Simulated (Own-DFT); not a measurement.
Simulation results for Hf36O71 (tetragonal hafnia with one neutral oxygen vacancy, atoms displaced)

A calculation, not a measurement: plane-wave PBE and HSE06 DFT by an unreviewed code, no spin, of a simulated cell at Gamma alone, so results move with cell size and shape, stress positive in tension, energies less offsets, not probed for a lower state with spin; hafnium file: forces about 75 meV/angstrom off all-electron values; oxygen file: force components 24 meV/angstrom off all-electron in a glass; k mesh not checked against a denser one; forces and stress are PBE's, HSE06 gives the energy alone, and its difference from PBE has offsets of its own; offsets are fitted by least squares, one for each functional and potential file, so energies compare only between cells with the same atoms and settings and are not formation energies; the far tail of each file's local potential was reset to the Coulomb form; each entry is a single point on an unrelaxed cell, so the pressure reflects the starting lattice, taken from the Materials Project, from which strain is counted, and rises with the displacements; printed positions are rounded, which can move forces by about a meV/angstrom; the program is a retired in-house code; no spin-orbit coupling. Program: Own-DFT development build.

Settings shared by all entries: first functional PBE; second functional HSE06; exact exchange share 0.25; screening 0.11 1/bohr; exchange divergence Gygi-Baldereschi; potential files PseudoDojo norm-conserving, scalar-relativistic, made for PBE, standard set; wave cutoff 48 hartree; occupations fixed; k mesh 1 x 1 x 1 centred on Gamma.

(1) 
```xyz
107
Lattice="10.7800 0.0000 0.0000 0.0000 10.7800 0.0000 0.0000 0.0000 10.4493" Properties=species:S:1:pos:R:3:force_x:R:1:force_y:R:1:force_z:R:1 formula=Hf36O71 PBE_energy_of_cell_above_offsets=-87.704 HSE06_less_PBE_above_offsets=0.556 PBE_pressure=5.67 PBE_stress_xx=-6.9 PBE_stress_yy=-4.52 PBE_stress_zz=-5.6 PBE_stress_yz=0.41 PBE_stress_xz=0.67 PBE_stress_xy=-0.07
Hf    10.7345     0.0277    10.4324       0.16     -1.873      -0.84
Hf     1.7830     1.7032     2.5896       1.11      1.499      1.927
O      0.0562     1.8434     1.6266     -0.408     -0.285     -0.846
O      1.8683     0.0047     3.7321     -0.534      0.801     -0.937
O     10.7564     1.7715     4.1414     -0.461     -0.272      0.394
O      1.8006    10.6299     0.8899     -0.622      1.455      1.884
Hf    10.7690     0.1182     5.2674      0.675     -3.006      0.937
Hf     1.8577     1.9911     7.8515     -0.394      -2.77     -0.009
O     10.6768     1.8472     6.7863      2.809     -0.981      -0.25
O      1.7690    10.7411     8.8777     -0.055      2.723     -0.767
O     10.6406     1.8804     9.4264      0.815     -1.775     -0.628
O      1.8590    10.7700     6.2288     -1.602      0.503       0.85
Hf     0.0148     3.4663     0.0856      -2.59      4.209      1.017
Hf     1.8664     5.3526     2.5869     -2.266      1.475      0.616
O     10.7370     5.3993     1.4876      1.053     -1.019      0.939
O      1.7498     3.5130     3.6838      0.258     -0.104     -0.853
O     10.6828     5.3066     4.0909      1.632      0.565      2.562
O      1.8612     3.6907     1.0924     -1.898     -0.809       0.45
Hf    10.7468     3.4893     5.2945      1.533      2.611     -3.903
Hf     1.6999     5.3355     7.8220      4.338      3.829      2.088
O      0.0823     5.4930     6.9478     -1.635      -0.91     -3.818
O      1.8340     3.5972     8.9644     -0.646      0.309     -0.226
O     10.6400     5.4495     9.3551      0.467     -2.858      0.209
O      1.9202     3.5977     6.1783     -3.869     -0.884      3.368
Hf    10.7275     7.1713    10.4164        0.7     -0.871      1.423
Hf     1.7204     9.0080     2.6366      1.391     -2.701     -0.845
O      0.0497     8.9760     1.6055     -1.317      0.952      0.832
O      1.7995     7.0847     3.6031      0.444      1.003     -0.594
O      0.1278     8.8941     4.1991     -0.773      3.801     -0.812
O      1.8294     7.0790     1.0049     -0.581      0.097      0.827
Hf    10.6943     7.2845     5.2855      3.252     -1.993     -1.669
Hf     1.8287     9.1055     7.8300     -0.733     -3.897      0.109
O      0.0430     8.9252     6.7061     -1.462      1.458      1.801
O      1.7360     7.0726     8.9609      -0.04      1.484     -1.971
O     10.7133     8.9866     9.5042      0.281      1.061     -0.895
O      1.6944     7.2563     6.1742      2.306     -0.087      0.323
Hf     3.5942     0.0819     0.0157     -0.635     -3.956     -1.086
Hf     5.2796     1.7664     2.4741      2.765      0.098      2.866
O      3.5487     1.7660     1.5118      -0.78     -0.053     -0.343
O      5.3667    10.7034     3.6972     -0.535      0.972     -0.918
O      3.6211     1.9288     4.0938      0.719      -1.41      0.736
O      5.3521    10.7567     0.9221      0.089      0.862      1.897
Hf     3.5409    10.7513     5.2323      2.063      0.301     -1.709
Hf     5.2815     1.8671     7.8924      2.833     -1.414      0.238
O      3.6630     1.8037     6.8453     -2.335     -0.206     -0.602
O      5.3973    10.7356     8.9043     -0.534      1.159     -0.701
O      3.4427     1.8510     9.4868      0.261     -0.095     -1.371
O      5.4422    10.7394     6.2915     -3.332      -0.73      1.114
Hf     3.4623     3.5787     0.1150      3.281      2.239     -1.823
Hf     5.4569     5.2802     2.5703      1.256      0.584      1.242
O      3.7375     5.4365     1.7298     -2.214     -1.004     -1.573
O      3.6632     5.3875     4.2251      0.203     -0.298     -0.217
O      5.4285     3.5821     1.0539     -2.206     -0.805      0.655
Hf     3.5481     3.6899     5.2430      3.396      0.422      -2.22
Hf     5.4056     5.4409     7.9362      0.048      0.167     -0.504
O      3.5545     5.5756     6.7867     -0.143     -1.738      1.187
O      5.3891     3.4920     8.8976     -0.278       2.07      0.564
O      3.5301     5.4769     9.4856      0.894     -4.184     -0.585
O      5.4413     3.5923     6.2635     -1.962     -0.286      0.044
Hf     3.5734     7.1302     0.0096      -0.53      2.583      0.575
Hf     5.4146     8.8936     2.5776     -2.292      0.949     -0.554
O      3.6372     8.9942     1.4264     -0.284      0.337      2.608
O      5.4158     7.2506     3.6416      0.237     -1.143      0.222
O      3.4985     8.9590     4.1862      0.145      2.124     -0.337
O      5.3622     7.1042     0.9027      1.825      1.072      1.099
Hf     3.7063     7.2894     5.1157     -2.853     -3.291      1.675
Hf     5.3787     9.0097     7.8338     -1.154     -0.915       1.39
O      3.6700     8.9655     6.8642     -0.941      0.662     -1.251
O      5.3676     7.2170     8.9028      1.048      0.685     -1.474
O      3.6540     8.9278     9.4465     -0.569      1.522     -1.269
O      5.3413     7.0711     6.2007      2.572      1.205      0.554
Hf     7.0807    10.7775    10.4407      1.761          3      0.989
Hf     9.0117     1.6464     2.7219     -2.172      5.905     -3.148
O      7.2422     1.7466     1.5542     -1.134     -0.316      0.459
O      8.9580     0.0177     3.5620       0.95      -0.66      3.443
O      7.1849     1.8239     4.0933      0.269     -0.155      1.493
O      8.9887    10.7727     0.9347     -0.231      0.125      1.546
Hf     7.0461     0.0476     5.3600      1.708       1.34     -2.964
Hf     8.8757     1.7723     7.7203     -0.576      0.361      2.584
O      7.0700     1.6811     6.8132      0.768      0.753     -0.101
O      8.9055    10.6971     8.8389      0.619       2.22     -0.442
O      7.1828     1.7146     9.4264     -0.046      1.012     -0.302
O      8.9761    10.7226     6.2463      0.117      0.629     -0.604
Hf     7.1254     3.5382     0.0618      2.568      1.584      -1.22
Hf     8.9972     5.3596     2.7774      0.868      3.187     -4.477
O      7.1473     5.3997     1.6064      0.685      -0.49      0.358
O      9.0266     3.7818     3.6842     -0.477     -6.943      1.807
O      7.2165     5.3664     4.2622     -0.817      1.568     -0.326
O      8.9086     3.6096     1.0555      1.285      -0.75      -0.95
Hf     7.1051     3.6739     5.2463      1.162      -0.83     -0.677
Hf     9.1149     5.3775     7.7648     -3.356      0.089      2.827
O      7.1429     5.3518     6.8676      0.875      0.009     -0.637
O      8.8985     3.5734     8.6848     -0.119     -0.586      0.454
O      7.2343     5.4771     9.4010     -1.331     -1.163      0.696
O      9.1145     3.5772     6.2306     -3.166      0.335      0.611
Hf     7.2481     7.3930    10.3394      0.364     -6.136       3.56
Hf     8.9607     9.0947     2.7859      1.004     -5.637     -3.493
O      7.1738     8.9542     1.7578      1.052      0.325     -1.274
O      9.0970     7.1877     3.7042     -1.692      1.876      0.166
O      7.1543     9.1094     4.3045      1.147     -1.602      0.022
O      9.0553     7.1846     1.1096     -1.871      1.164     -0.749
Hf     7.2227     7.2380     5.2103     -1.011     -1.047     -0.027
Hf     8.8309     9.0180     7.8744      5.768     -1.299      1.582
O      7.2711     8.9436     6.8943     -3.758     -0.447     -1.707
O      8.9483     7.1322     8.9733     -0.402      2.026     -1.961
O      7.2484     9.0948     9.5441     -0.211      -0.49      -2.79
O      8.9930     7.0985     6.1575     -1.993     -0.179      2.432
```

Units: PBE_energy_of_cell_above_offsets, HSE06_less_PBE_above_offsets in eV; PBE_pressure, PBE_stress_xx, PBE_stress_yy, PBE_stress_zz, PBE_stress_yz, PBE_stress_xz, PBE_stress_xy in GPa; force_x, force_y, force_z in eV/Å.

(2) 
```xyz
107
Lattice="10.7800 0.0000 0.0000 0.0000 10.7800 0.0000 0.0000 0.0000 10.4493" Properties=species:S:1:pos:R:3:force_x:R:1:force_y:R:1:force_z:R:1 formula=Hf36O71 PBE_energy_of_cell_above_offsets=-86.718 HSE06_less_PBE_above_offsets=0.603 PBE_pressure=6.61 PBE_stress_xx=-6.46 PBE_stress_yy=-7.01 PBE_stress_zz=-6.37 PBE_stress_yz=1.1 PBE_stress_xz=-1.17 PBE_stress_xy=-0.46
Hf    10.7668    10.7156     0.0155      0.208      0.876     -0.693
Hf     1.8348     1.7954     2.5863     -0.146     -1.494      2.252
O      0.0473     1.6620     1.4603     -0.792      0.883       1.47
O      1.6001    10.7681     3.7664      1.315      0.336     -2.996
O      0.0232     1.8102     4.2689     -0.244      0.046      -0.93
O      1.7826     0.0481     1.0302      1.772     -0.636     -0.212
Hf     0.0095    10.6852     5.3791      2.452      0.556      -3.74
Hf     1.8108     1.7131     7.8551     -0.775      0.987     -2.487
O     10.7675     1.9993     6.7996     -0.206     -1.064      1.366
O      1.5962    10.7635     8.8599      0.679      -0.93      0.587
O     10.7182     1.8446     9.3965      0.446     -1.085      0.632
O      1.8577     0.0987     6.2197     -0.897      0.143      2.695
Hf     0.0487     3.5528     0.0431     -4.001     -0.226     -1.632
Hf     1.7353     5.4239     2.6837      1.143      0.477      0.516
O     10.6809     5.4297     1.7633       4.61      0.061     -3.078
O      1.7820     3.5968     3.6434      0.015      1.135     -0.638
O     10.7180     5.5022     4.2387      0.647     -6.407     -3.408
O      1.6686     3.5759     1.0210      3.026      0.257      0.641
Hf     0.1029     3.5433     5.2566     -1.853     -0.302     -0.055
Hf     1.7976     5.2538     8.0079     -0.338      7.961     -6.304
O      0.0538     5.4924     6.8309     -0.987     -1.066       0.81
O      1.6457     3.6724     8.7085      0.338     -7.262      4.411
O      0.1523     5.5704     9.3984     -0.268     -3.114      1.253
O      1.7584     3.7005     6.2015      1.687      0.337      0.517
Hf     0.1704     7.1778     0.0061     -3.994      1.747     -1.251
Hf     1.8106     8.9729     2.4868      0.327      0.864      5.358
O      0.1435     8.9829     1.5240     -3.117      0.477     -0.822
O      1.8810     7.1615     3.7775      -0.45     -0.318     -3.151
O     10.7598     9.0033     4.2130     -0.495     -1.107     -0.861
O      1.7480     7.2732     1.1062      3.082     -1.277      0.297
Hf     0.0198     7.0321     5.1229      0.318      6.655      4.902
Hf     1.7528     8.9335     7.7935     -0.355      0.156     -0.612
O      0.0671     9.0836     6.8059     -0.594      0.363      1.221
O      1.7380     7.3197     8.8983      0.754     -0.971      1.031
O      1.8998     7.1229     6.1423     -2.533      1.414      2.132
Hf     3.5490    10.7658    10.4280      0.824      1.086      1.552
Hf     5.4346     1.7208     2.5428     -0.048      0.924      2.327
O      3.7044     1.8637     1.6005     -2.944     -0.235     -1.529
O      5.3970     0.1465     3.6086       0.17     -4.372      0.702
O      3.5828     1.7529     4.2786     -1.066      1.213     -1.328
O      5.4607    10.7072     1.1153     -1.653      0.069     -2.162
Hf     3.5796     0.0196     5.2694      0.229      1.341     -2.026
Hf     5.3023     1.6724     7.9474      0.101      4.384     -3.811
O      3.5277     1.9697     6.7216     -0.028     -1.378        2.9
O      5.4139     0.0033     8.9154     -0.071     -1.191      1.097
O      3.5667     1.7741     9.3642     -0.761     -0.547      0.579
O      5.3716     0.1467     6.1575     -0.082     -0.802      2.339
Hf     3.6118     3.6540     0.0270       1.19     -1.191      0.536
Hf     5.3097     5.2421     2.6279      2.554      1.868      0.502
O      3.6321     5.3048     1.5028      -2.15      0.138       0.72
O      5.3344     3.5272     3.4793     -0.396     -0.346       1.04
O      3.7930     5.4463     4.2174     -1.232     -0.343     -1.041
O      5.4309     3.5427     0.8864     -2.286       0.33      1.514
Hf     3.5760     3.7521     5.1912      1.266      -2.66      1.519
Hf     5.4664     5.4413     7.8456     -2.813     -2.077      -0.45
O      3.5379     5.4373     6.7143      0.945     -0.545      2.262
O      5.3478     3.5618     8.8516     -0.567     -0.025      0.023
O      3.6577     5.4085     9.5603     -0.906      0.766     -1.915
O      5.3009     3.5894     6.3196      1.409      0.172     -1.155
Hf     3.6552     7.2086     0.0069      0.044     -0.225      0.792
Hf     5.3411     8.8922     2.5543      2.381      0.662      2.662
O      3.6462     8.9805     1.6841     -2.043      0.158     -2.492
O      5.3038     7.1444     3.6505      1.012      1.045      -0.43
O      3.5520     9.0750     4.3152      0.643     -1.026      -1.06
O      5.3867     7.2107     0.9857     -0.833      0.651     -0.256
Hf     3.6599     7.1972     5.3722     -2.236      0.128     -3.441
Hf     5.2558     9.0672     7.8956      2.328     -2.209     -1.944
O      3.5542     8.9455     6.8632      0.601      0.848      0.496
O      5.5912     7.1822     8.8682     -2.163       1.74     -0.463
O      3.6352     9.0329     9.4162      0.232     -0.384      0.481
O      5.3012     7.2422     6.2792      3.528      0.111      2.008
Hf     7.1833    10.7521     0.0319     -0.384     -0.022      1.136
Hf     9.0205     1.7616     2.6814     -0.107      1.965     -0.221
O      7.1701     1.7248     1.7216      2.375      -0.25     -1.656
O      9.0121     0.0784     3.6229     -0.507     -2.066     -0.755
O      7.0970     1.7498     4.2480      1.352       1.56       0.48
O      8.9627    10.7142     0.9729       0.38     -0.259     -0.057
Hf     7.2042    10.7771     5.2141     -0.736      0.215     -0.566
Hf     8.8641     1.8499     7.9939      1.704      0.155     -1.851
O      7.2196     1.6775     6.8314     -0.271      0.382      1.286
O      9.0344    10.7357     8.7659      0.172      4.523      2.867
O      7.1232     1.8335     9.5294      0.766     -1.215     -0.834
O      9.0296    10.7782     6.0520      -2.05     -0.176        2.9
Hf     7.1080     3.6794     0.0192      2.033     -0.124      0.359
Hf     9.0908     5.4130     2.6950      -6.88      0.337      1.424
O      7.1552     5.4538     1.7201      -0.23     -1.217      -0.65
O      9.0284     3.6464     3.7081      0.245     -1.619     -0.699
O      7.2592     5.3259     4.2552     -0.707      0.615      1.061
O      8.9037     3.5502     0.9329       1.88       0.02      1.039
Hf     7.3141     3.5844     5.3438     -4.425     -0.009     -3.109
Hf     8.8575     5.2589     7.8040      2.052       3.06     -0.559
O      7.0465     5.3053     6.8189      2.793      0.237     -0.324
O      9.0667     3.5729     8.9240     -0.686      1.378     -0.637
O      7.0638     5.3294     9.4247      0.684       0.93      -0.82
O      8.9462     3.6253     6.2365       2.31      0.395      2.412
Hf     7.1884     7.2914    10.3163      0.939     -2.885      2.123
Hf     9.0342     8.9758     2.5673     -0.451     -0.755      1.246
O      7.1641     8.9494     1.6060      0.351      0.508     -0.327
O      8.9367     7.2080     3.7095      0.832      0.114     -1.875
O      7.2770     8.8585     4.2042     -0.475      4.686     -2.003
O      8.8089     7.1477     0.9900      3.553      0.783      0.447
Hf     7.1006     7.3239     5.1717      1.809     -4.242      1.945
Hf     9.0202     9.1464     7.9124      -0.67     -7.465     -4.015
O      7.1483     9.0343     6.8064     -0.598      0.342       0.51
O      8.9231     7.1047     8.7809     -0.231       0.21     -0.013
O      7.3137     8.9383     9.3749     -0.359      3.677     -0.247
O      9.1141     7.2707     6.1891     -2.414     -0.339      0.208
```

Units: PBE_energy_of_cell_above_offsets, HSE06_less_PBE_above_offsets in eV; PBE_pressure, PBE_stress_xx, PBE_stress_yy, PBE_stress_zz, PBE_stress_yz, PBE_stress_xz, PBE_stress_xy in GPa; force_x, force_y, force_z in eV/Å.
